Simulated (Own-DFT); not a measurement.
# Which defects push the lattice out? D0_22 TiAl3

Source: density functional calculations with Own-DFT, an unreviewed in-house program that is no longer used. Nothing was measured or relaxed, and spin and spin-orbit coupling are left out.

Common settings: PBE; PseudoDojo norm-conserving scalar-relativistic files; cutoff 42 hartree; 4 x 4 x 4 k mesh centred on Gamma; cold (Marzari-Vanderbilt) smearing of 0.2 eV.

Keep in mind: forces on such cells failed a check on a denser k mesh; stress not checked against mesh or cutoff.

All runs share one cell, with vectors in Å (-2.365, -6.981, 4.326); (-7.667, 3.491, 1.442); (-2.950, -3.488, -7.241) and a volume of 625.4 Å³. u is the rms random offset of the atoms per axis. The defect's site can differ from row to row.

| cell | formula | u (Å) | P (GPa) |
|---|---|---|---|
| no defect | Al30Ti10 | 0.0197 | 1.96 |
| no defect | Al30Ti10 | 0.0203 | 1.97 |
| no defect | Al30Ti10 | 0.0511 | 2.61 |
| one Ti vacancy | Al30Ti9 | 0.0298 | 1.87 |
| one Ti vacancy | Al30Ti9 | 0.0455 | 2.14 |
| one Ti vacancy | Al30Ti9 | 0.0533 | 2.22 |
| two Al vacancies | Al28Ti10 | 0.0309 | 1.28 |
| two Al vacancies | Al28Ti10 | 0.0313 | 1.28 |
| two Al vacancies | Al28Ti10 | 0.0509 | ? |
| two Al vacancies | Al28Ti10 | 0.0533 | 1.58 |
| two Al on a Ti site each | Al32Ti8 | 0.0275 | 2.85 |
| two Al on a Ti site each | Al32Ti8 | 0.0308 | 2.88 |
| two Al on a Ti site each | Al32Ti8 | 0.0504 | 3.41 |
| two Ti on an Al site each | Al28Ti12 | 0.0313 | 3.36 |
| two Ti on an Al site each | Al28Ti12 | 0.0317 | 3.31 |
| two Ti on an Al site each | Al28Ti12 | 0.0531 | 3.58 |

## Worked fit

P = P0 + c u² + a shift for each defect gives P0 = 1.93 GPa, c = 222 ± 25 GPa/Å² and a scatter of 0.09 GPa. The shifts, and each times the cell's volume:

- two Ti on an Al site each: 1.13 ± 0.07 GPa, 4.4 eV (2.2 eV for each of its 2 sites)
- two Al on a Ti site each: 0.80 ± 0.07 GPa, 3.1 eV (1.6 eV for each of its 2 sites)
- one Ti vacancy: -0.28 ± 0.07 GPa, -1.1 eV
- two Al vacancies: -0.90 ± 0.07 GPa, -3.5 eV (-1.8 eV for each of its 2 sites)

Positive is outwards. The product with the volume (160.2 GPa Å³ to the eV) is nearly free of the cell's size; divided by the bulk modulus at the cell's pressure it gives the volume that the defect adds. The atoms around the defects weren't relaxed, which would change these numbers.

## Withheld run

Asked: what pressure belongs in the blank (two Al vacancies, u = 0.0509 Å)?

The fitted form gives 1.60 ± 0.10 GPa. The hidden result is 1.47 GPa.
